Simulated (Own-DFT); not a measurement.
# Computed records: GaN (wurtzite, atoms displaced)

A calculation, not a measurement: plane-wave PBE density functional theory by an unreviewed code, no spin, of a simulated periodic cell, stress positive in tension, free energy of the whole cell less one offset for each atom, forces on such cells passed a denser k mesh, this cell's mesh not checked; offsets are fitted by least squares, one for each functional and potential file, so energies compare only between cells with the same atoms and settings and are not formation energies; the far tail of each file's local potential was reset to the Coulomb form; each entry is a single point on an unrelaxed cell, so the pressure reflects the starting lattice, mostly measured values (interpolated for alloys), from which strain is counted, and rises with the displacements; printed positions are rounded, which can move forces by about a meV/angstrom; the program, named Own-DFT, is a retired in-house code; no spin-orbit coupling. Program: Own-DFT development build.

Common to all runs: functional PBE; potential files PseudoDojo norm-conserving, scalar-relativistic, standard set with the stringent files for Ga; wave cutoff 96 hartree; occupations Gaussian; smearing width 0.01 eV; k mesh 3 x 4 x 3 centred on Gamma.

(1) 
```cif
# cell vector a (Å): 12.7560 0.0000 0.0000
# cell vector b (Å): -4.7835 8.2853 0.0000
# cell vector c (Å): 0.0000 0.0000 10.3700
data_GaN
_symmetry_space_group_name_H-M 'P 1'
_symmetry_Int_Tables_number 1
_cell_length_a 12.7560
_cell_length_b 9.5670
_cell_length_c 10.3700
_cell_angle_alpha 90.000
_cell_angle_beta 90.000
_cell_angle_gamma 120.000
_cell_volume 1095.98
loop_
_atom_site_label
_atom_site_type_symbol
_atom_site_fract_x
_atom_site_fract_y
_atom_site_fract_z
_atom_site_occupancy
Ga1 Ga 0.08831 0.22646 0.99677 1
Ga2 Ga 0.16037 0.10392 0.24566 1
N1 N 0.08931 0.22426 0.18647 1
N2 N 0.17474 0.11617 0.43326 1
Ga3 Ga 0.08305 0.22494 0.49405 1
Ga4 Ga 0.16815 0.11112 0.75786 1
N3 N 0.08084 0.22075 0.69119 1
N4 N 0.16565 0.11249 0.93779 1
Ga5 Ga 0.08748 0.56373 0.00354 1
Ga6 Ga 0.16892 0.43708 0.25301 1
N5 N 0.09130 0.55555 0.19162 1
N6 N 0.16604 0.44713 0.44036 1
Ga7 Ga 0.08194 0.55854 0.50547 1
Ga8 Ga 0.17052 0.44503 0.74681 1
N7 N 0.08443 0.56195 0.69348 1
N8 N 0.16810 0.44282 0.94331 1
Ga9 Ga 0.08914 0.88711 0.00140 1
Ga10 Ga 0.17289 0.78682 0.24262 1
N9 N 0.08222 0.88167 0.18502 1
N10 N 0.16720 0.77419 0.44438 1
Ga11 Ga 0.08211 0.89295 0.49428 1
Ga12 Ga 0.16883 0.78344 0.74686 1
N11 N 0.08709 0.88923 0.68545 1
N12 N 0.16968 0.78873 0.93835 1
Ga13 Ga 0.33260 0.21771 0.99672 1
Ga14 Ga 0.41793 0.10690 0.24633 1
N13 N 0.33295 0.22675 0.18392 1
N14 N 0.41256 0.11121 0.43426 1
Ga15 Ga 0.33992 0.23481 0.51281 1
Ga16 Ga 0.41764 0.11170 0.75182 1
N15 N 0.33436 0.23188 0.68905 1
N16 N 0.41695 0.10472 0.93416 1
Ga17 Ga 0.32955 0.55771 0.00055 1
Ga18 Ga 0.42159 0.44904 0.24869 1
N17 N 0.33739 0.55806 0.19018 1
N18 N 0.41671 0.44762 0.44209 1
Ga19 Ga 0.33269 0.55456 0.49788 1
Ga20 Ga 0.40671 0.44453 0.75005 1
N19 N 0.33367 0.54929 0.68819 1
N20 N 0.41134 0.43545 0.93241 1
Ga21 Ga 0.33374 0.88949 0.99553 1
Ga22 Ga 0.42330 0.78604 0.24914 1
N21 N 0.33806 0.89260 0.18339 1
N22 N 0.41766 0.78274 0.43609 1
Ga23 Ga 0.33848 0.89066 0.50683 1
Ga24 Ga 0.41428 0.77259 0.75623 1
N23 N 0.33683 0.88959 0.68838 1
N24 N 0.41974 0.77222 0.94087 1
Ga25 Ga 0.58356 0.22149 0.00137 1
Ga26 Ga 0.66585 0.11185 0.24663 1
N25 N 0.58989 0.23056 0.18743 1
N26 N 0.66637 0.12486 0.43894 1
Ga27 Ga 0.58146 0.21544 0.49160 1
Ga28 Ga 0.66943 0.11335 0.75333 1
N27 N 0.57780 0.22362 0.68412 1
N28 N 0.66101 0.10810 0.93662 1
Ga29 Ga 0.58537 0.55730 0.99809 1
Ga30 Ga 0.66652 0.43744 0.25455 1
N29 N 0.58299 0.56038 0.18719 1
N30 N 0.67214 0.44778 0.44704 1
Ga31 Ga 0.58485 0.55498 0.49933 1
Ga32 Ga 0.66646 0.44976 0.74293 1
N31 N 0.58910 0.55737 0.68333 1
N32 N 0.66997 0.43747 0.93675 1
Ga33 Ga 0.58179 0.89112 0.00284 1
Ga34 Ga 0.67154 0.79116 0.25121 1
N33 N 0.58139 0.88895 0.18508 1
N34 N 0.67078 0.77058 0.43568 1
Ga35 Ga 0.59188 0.89448 0.50070 1
Ga36 Ga 0.66993 0.76845 0.75481 1
N35 N 0.58179 0.87930 0.68557 1
N36 N 0.66633 0.78155 0.94169 1
Ga37 Ga 0.83034 0.21736 0.99207 1
Ga38 Ga 0.92033 0.11873 0.25149 1
N37 N 0.83016 0.21356 0.18950 1
N38 N 0.91669 0.11467 0.43695 1
Ga39 Ga 0.82894 0.21466 0.49690 1
Ga40 Ga 0.91968 0.11534 0.74907 1
N39 N 0.83525 0.22324 0.67806 1
N40 N 0.92004 0.11050 0.94512 1
Ga41 Ga 0.83739 0.55806 0.99720 1
Ga42 Ga 0.91815 0.45162 0.25078 1
N41 N 0.84037 0.55182 0.18669 1
N42 N 0.91168 0.43658 0.43024 1
Ga43 Ga 0.83231 0.56052 0.50030 1
Ga44 Ga 0.91696 0.44235 0.75418 1
N43 N 0.84095 0.56041 0.69011 1
N44 N 0.91330 0.43909 0.94044 1
Ga45 Ga 0.83421 0.88597 0.99626 1
Ga46 Ga 0.91651 0.78405 0.24881 1
N45 N 0.83403 0.88116 0.18120 1
N46 N 0.92539 0.78560 0.43771 1
Ga47 Ga 0.83861 0.89096 0.50071 1
Ga48 Ga 0.92173 0.78411 0.75683 1
N47 N 0.83424 0.89242 0.68063 1
N48 N 0.92253 0.77873 0.93280 1
_calc_free_energy_of_cell_above_offsets '-6.427'  # eV
_calc_pressure 6.42  # GPa
_calc_stress_xx -6.21  # GPa
_calc_stress_yy -5.55  # GPa
_calc_stress_zz -7.49  # GPa
_calc_stress_yz 0.35  # GPa
_calc_stress_xz -0.25  # GPa
_calc_stress_xy 0.53  # GPa
```

Force:
```
element  x (eV/Å)  y (eV/Å)  z (eV/Å)
     Ga    -0.558    -0.452     0.771
     Ga     1.606     0.804     0.422
      N    -1.085    -0.658    -0.065
      N    -1.022     0.028     0.577
     Ga     0.876    -0.333      0.87
     Ga    -0.381      -0.2    -1.895
      N     0.971     0.398    -0.693
      N      0.58    -0.696     0.758
     Ga    -0.039    -1.052    -0.152
     Ga     0.025     1.419    -0.156
      N    -0.819      0.33    -0.418
      N     0.091    -0.153     0.174
     Ga    -0.441    -0.627    -0.811
     Ga    -1.214    -0.183     0.616
      N     0.683    -0.873     0.033
      N    -0.938     0.939    -1.278
     Ga    -1.903     1.043    -0.207
     Ga     0.516    -1.515     1.927
      N    -0.435     0.695     0.222
      N    -0.062     1.136    -1.072
     Ga     2.279     0.653       0.9
     Ga     0.218    -0.177     0.072
      N    -0.772     0.893     0.245
      N     1.231    -1.595    -0.663
     Ga     0.156      0.44     0.464
     Ga    -1.096     1.384     0.297
      N     0.599    -0.864     0.241
      N     0.476     0.243     0.482
     Ga    -0.165    -1.341     -2.69
     Ga    -0.157     0.349    -0.842
      N     0.328    -1.617     1.376
      N    -0.202     0.751     0.795
     Ga     1.524    -0.959      0.86
     Ga    -0.534    -0.647     0.235
      N    -0.402     0.268    -0.036
      N     0.644     0.204    -0.642
     Ga    -0.143      0.87    -0.111
     Ga     3.087    -0.001     0.598
      N    -1.794     1.793    -0.807
      N     0.306     1.232     0.922
     Ga     0.756    -0.287     0.321
     Ga    -1.056    -1.489      0.44
      N     0.029    -0.268    -0.231
      N     1.051    -0.231     0.355
     Ga     -0.96      0.01    -1.396
     Ga      0.74     0.446     -1.16
      N    -0.141    -0.118     1.083
      N    -1.156     0.665    -0.227
     Ga    -0.379     0.363    -0.441
     Ga     0.436      0.21     0.465
      N    -0.647    -1.651    -0.113
      N     2.282    -2.789     -1.34
     Ga    -2.341     1.439     1.802
     Ga    -0.779    -0.512    -1.674
      N     1.316    -0.124     0.084
      N      0.78     0.035     0.314
     Ga    -0.202    -0.948     0.116
     Ga    -0.093     2.377    -0.111
      N     1.305     0.089     0.225
      N    -1.153      -0.8      -1.5
     Ga    -0.272    -0.137    -0.154
     Ga     1.396    -1.084     0.688
      N    -1.634    -0.106     0.697
      N     -0.93     1.182    -0.277
     Ga     0.587    -0.268     -0.75
     Ga     0.473    -1.498    -0.555
      N     0.728     0.883     0.611
      N    -0.561     1.686     0.053
     Ga    -0.738    -0.682    -0.198
     Ga    -0.924     1.214    -0.889
      N     0.121     0.729     0.981
      N     0.492    -0.329    -0.423
     Ga     0.297    -0.035     1.607
     Ga     0.258    -0.738        -1
      N    -0.047     0.947    -0.829
      N     0.396    -0.789    -0.104
     Ga    -0.033      1.52    -0.554
     Ga    -0.561    -0.641     0.271
      N    -0.281    -0.101     2.064
      N    -0.481    -0.019    -1.349
     Ga    -0.478    -0.475     0.409
     Ga      1.92    -1.294    -0.446
      N    -2.406     1.345    -0.337
      N     0.213     0.916     1.968
     Ga     1.926    -0.026     0.354
     Ga     -0.03     0.262    -0.735
      N    -0.811    -0.019    -0.141
      N     0.998     0.547    -0.135
     Ga     0.226     0.209     0.159
     Ga      0.96    -1.575     0.169
      N    -0.808     1.448     0.692
      N    -1.691    -0.997    -0.711
     Ga    -0.281    -0.112    -0.823
     Ga     0.066    -0.224    -2.591
      N     0.497    -0.187     2.018
      N    -0.406     0.101     1.929
```

(2) 
```cif
# cell vector a (Å): 12.7560 0.0000 0.0000
# cell vector b (Å): -4.7835 8.2853 0.0000
# cell vector c (Å): 0.0000 0.0000 10.3700
data_GaN
_symmetry_space_group_name_H-M 'P 1'
_symmetry_Int_Tables_number 1
_cell_length_a 12.7560
_cell_length_b 9.5670
_cell_length_c 10.3700
_cell_angle_alpha 90.000
_cell_angle_beta 90.000
_cell_angle_gamma 120.000
_cell_volume 1095.98
loop_
_atom_site_label
_atom_site_type_symbol
_atom_site_fract_x
_atom_site_fract_y
_atom_site_fract_z
_atom_site_occupancy
Ga1 Ga 0.08177 0.22745 0.99685 1
Ga2 Ga 0.16480 0.11812 0.25249 1
N1 N 0.08172 0.22565 0.19491 1
N2 N 0.17383 0.11448 0.43872 1
Ga3 Ga 0.08441 0.21951 0.50690 1
Ga4 Ga 0.16287 0.10826 0.75090 1
N3 N 0.09736 0.23012 0.68580 1
N4 N 0.16227 0.11946 0.93414 1
Ga5 Ga 0.08716 0.55701 0.99841 1
Ga6 Ga 0.16800 0.44035 0.25136 1
N5 N 0.08808 0.56323 0.19581 1
N6 N 0.16702 0.44552 0.44888 1
Ga7 Ga 0.08217 0.55736 0.50436 1
Ga8 Ga 0.16117 0.45028 0.75441 1
N7 N 0.08373 0.55927 0.69033 1
N8 N 0.16360 0.43805 0.93823 1
Ga9 Ga 0.08045 0.88623 0.99555 1
Ga10 Ga 0.16427 0.77252 0.25187 1
N9 N 0.08956 0.88393 0.18080 1
N10 N 0.15864 0.77313 0.43586 1
Ga11 Ga 0.08615 0.89218 0.50967 1
Ga12 Ga 0.17298 0.78305 0.75071 1
N11 N 0.08130 0.88589 0.68199 1
N12 N 0.16317 0.78315 0.93067 1
Ga13 Ga 0.33103 0.21781 0.99265 1
Ga14 Ga 0.41948 0.10376 0.24046 1
N13 N 0.33159 0.22419 0.18783 1
N14 N 0.41517 0.10613 0.44326 1
Ga15 Ga 0.32838 0.20982 0.50606 1
Ga16 Ga 0.41286 0.10004 0.73914 1
N15 N 0.33183 0.22268 0.69426 1
N16 N 0.42054 0.11211 0.93126 1
Ga17 Ga 0.33294 0.55379 0.00076 1
Ga18 Ga 0.41077 0.44574 0.25624 1
N17 N 0.33196 0.54588 0.19588 1
N18 N 0.41835 0.44820 0.43502 1
Ga19 Ga 0.32507 0.54803 0.49367 1
Ga20 Ga 0.41529 0.44329 0.74986 1
N19 N 0.33384 0.56472 0.67709 1
N20 N 0.41756 0.44268 0.94310 1
Ga21 Ga 0.32595 0.87466 0.99847 1
Ga22 Ga 0.42238 0.77547 0.25389 1
N21 N 0.32917 0.88177 0.18639 1
N22 N 0.41508 0.77100 0.43799 1
Ga23 Ga 0.32997 0.88960 0.50056 1
Ga24 Ga 0.41908 0.77228 0.75037 1
N23 N 0.33423 0.88580 0.68356 1
N24 N 0.42611 0.76736 0.93141 1
Ga25 Ga 0.58178 0.22820 0.00626 1
Ga26 Ga 0.66684 0.09985 0.23926 1
N25 N 0.58896 0.23048 0.18984 1
N26 N 0.66616 0.10696 0.44538 1
Ga27 Ga 0.58074 0.22046 0.50612 1
Ga28 Ga 0.67082 0.10479 0.74646 1
N27 N 0.58498 0.21256 0.68137 1
N28 N 0.66525 0.10281 0.94008 1
Ga29 Ga 0.58248 0.55172 0.00219 1
Ga30 Ga 0.66819 0.44017 0.25460 1
N29 N 0.57927 0.55191 0.18870 1
N30 N 0.66664 0.44171 0.42904 1
Ga31 Ga 0.58124 0.56370 0.50169 1
Ga32 Ga 0.67638 0.45156 0.75120 1
N31 N 0.57476 0.56117 0.68935 1
N32 N 0.65891 0.44263 0.93850 1
Ga33 Ga 0.58628 0.89187 0.00114 1
Ga34 Ga 0.66863 0.77447 0.24661 1
N33 N 0.58269 0.88271 0.18267 1
N34 N 0.66780 0.78599 0.43838 1
Ga35 Ga 0.58706 0.88726 0.49975 1
Ga36 Ga 0.66555 0.77133 0.74783 1
N35 N 0.58848 0.89506 0.68609 1
N36 N 0.66253 0.78177 0.94219 1
Ga37 Ga 0.83270 0.22627 0.98677 1
Ga38 Ga 0.92349 0.11458 0.25480 1
N37 N 0.83795 0.22236 0.19357 1
N38 N 0.90996 0.10470 0.44163 1
Ga39 Ga 0.83236 0.21631 0.49897 1
Ga40 Ga 0.91874 0.11426 0.74828 1
N39 N 0.83535 0.21647 0.68515 1
N40 N 0.91737 0.11357 0.93270 1
Ga41 Ga 0.83100 0.54721 0.00477 1
Ga42 Ga 0.91154 0.43710 0.25449 1
N41 N 0.83153 0.55830 0.18392 1
N42 N 0.91952 0.44175 0.43447 1
Ga43 Ga 0.83735 0.56356 0.50270 1
Ga44 Ga 0.91881 0.44937 0.74872 1
N43 N 0.83337 0.56192 0.69199 1
N44 N 0.90961 0.43717 0.94198 1
Ga45 Ga 0.83580 0.88813 0.98986 1
Ga46 Ga 0.90417 0.77108 0.25401 1
N45 N 0.83216 0.88325 0.18311 1
N46 N 0.90303 0.77348 0.44567 1
Ga47 Ga 0.83177 0.89116 0.49650 1
Ga48 Ga 0.91409 0.76921 0.74788 1
N47 N 0.82863 0.88670 0.68491 1
N48 N 0.92437 0.78175 0.93429 1
_calc_stress_yy ?
```

## Withheld values
1. What stress yy does the calculation give for GaN (wurtzite, atoms displaced) (entry 2)?
2. Give the table of force values for GaN (wurtzite, atoms displaced) (entry 2).

Answers
1. -7.92 GPa
2. 
Force:
```
element  x (eV/Å)  y (eV/Å)  z (eV/Å)
     Ga    -0.007    -1.431      1.09
     Ga     1.683    -1.548    -0.847
      N     0.577    -0.254    -1.433
      N    -1.999    -0.987     0.084
     Ga    -0.272     0.228    -1.327
     Ga      0.71    -0.028     0.071
      N     -2.28    -0.163     1.041
      N     0.939    -1.157     0.604
     Ga    -1.089     0.078     1.129
     Ga    -1.091     1.232      1.04
      N    -0.056    -2.493    -1.658
      N    -1.743    -1.361     -1.69
     Ga     0.346    -0.337     -0.88
     Ga     2.282    -0.355    -1.295
      N    -0.731     0.217     0.206
      N    -0.142     1.908     0.127
     Ga     0.377     1.635      1.18
     Ga    -0.186     1.369     0.079
      N    -2.103     0.877     1.084
      N     0.525      0.63      1.06
     Ga    -0.662    -0.304    -3.378
     Ga     -0.68    -0.115     -1.05
      N     0.239     0.075      2.74
      N     1.223    -1.185     0.722
     Ga     0.037     0.062       0.9
     Ga    -1.447     0.873     1.106
      N     0.567    -0.583    -0.278
      N    -0.046     0.362    -1.096
     Ga     1.072     2.117    -0.431
     Ga     0.632     1.805     1.334
      N     0.398    -0.753    -0.589
      N    -0.513    -1.173     0.517
     Ga     0.805    -0.486     0.499
     Ga     2.651    -1.341    -0.942
      N    -1.605      1.76    -1.682
      N    -0.197    -1.019     1.717
     Ga     1.966     1.146     0.704
     Ga    -1.214     0.235     0.492
      N    -0.086     -1.55     1.884
      N    -0.634    -0.081    -0.971
     Ga     1.147     1.401     -0.29
     Ga    -1.146    -0.282      -0.3
      N     1.219    -0.103    -0.113
      N     -0.31     0.935     0.159
     Ga     0.806     -1.24    -1.132
     Ga     0.355     0.817    -1.185
      N    -0.058    -0.712     0.659
      N    -2.399     0.457     1.218
     Ga     0.512    -1.188    -1.339
     Ga    -0.115     1.342     1.751
      N     0.271    -2.005    -0.255
      N    -0.401     0.433     -1.69
     Ga      0.74     0.184    -2.366
     Ga    -0.888     0.694      0.65
      N    -0.394     1.421     2.482
      N    -0.748     1.897    -0.533
     Ga    -1.032     1.167     0.411
     Ga    -1.066     1.164    -1.427
      N     0.506    -0.017     0.388
      N    -0.138     0.545     3.479
     Ga     0.615    -0.743    -0.783
     Ga    -2.657    -1.967    -0.026
      N     2.278    -1.247    -0.536
      N     1.976      0.38     -0.54
     Ga    -0.341    -0.595    -0.416
     Ga    -0.377    -0.345     0.148
      N    -0.039     0.007      0.88
      N     0.775      -1.3     -0.96
     Ga    -1.789     0.344     0.314
     Ga    -0.823     1.586     1.032
      N    -0.162    -1.734     0.219
      N     2.205    -1.074     -1.01
     Ga     0.381    -2.232      2.06
     Ga     -1.49    -1.179    -0.355
      N    -0.398    -0.607    -1.361
      N     1.885     1.105    -0.432
     Ga    -0.913     0.681    -0.252
     Ga     1.027    -0.756    -0.571
      N     -0.29     1.765     0.524
      N     0.014     0.004     0.534
     Ga    -0.889     1.167    -0.939
     Ga     0.414     1.193    -1.183
      N     0.614    -0.892     1.245
      N    -0.888     0.309      1.88
     Ga    -0.376    -2.172    -0.743
     Ga    -0.234    -0.998     0.216
      N     1.276    -1.633    -1.108
      N     1.096      2.14    -1.305
     Ga    -0.617    -0.124     0.694
     Ga     2.145     0.652    -0.266
      N    -0.184     1.399    -0.019
      N     2.398     0.942    -1.287
     Ga    -0.805    -0.329     1.161
     Ga    -0.442      2.83     0.415
      N     1.185     0.222     0.659
      N    -1.674    -1.613    -0.319
```

Further results for GaN (wurtzite, atoms displaced) (entry 2):

```
free energy of cell above offsets : -4.054 eV
pressure                          : 7.4 GPa
stress xx                         : -5.89 GPa
stress zz                         : -8.39 GPa
stress yz                         : -0.32 GPa
stress xz                         : -0.08 GPa
stress xy                         : -0.02 GPa
```
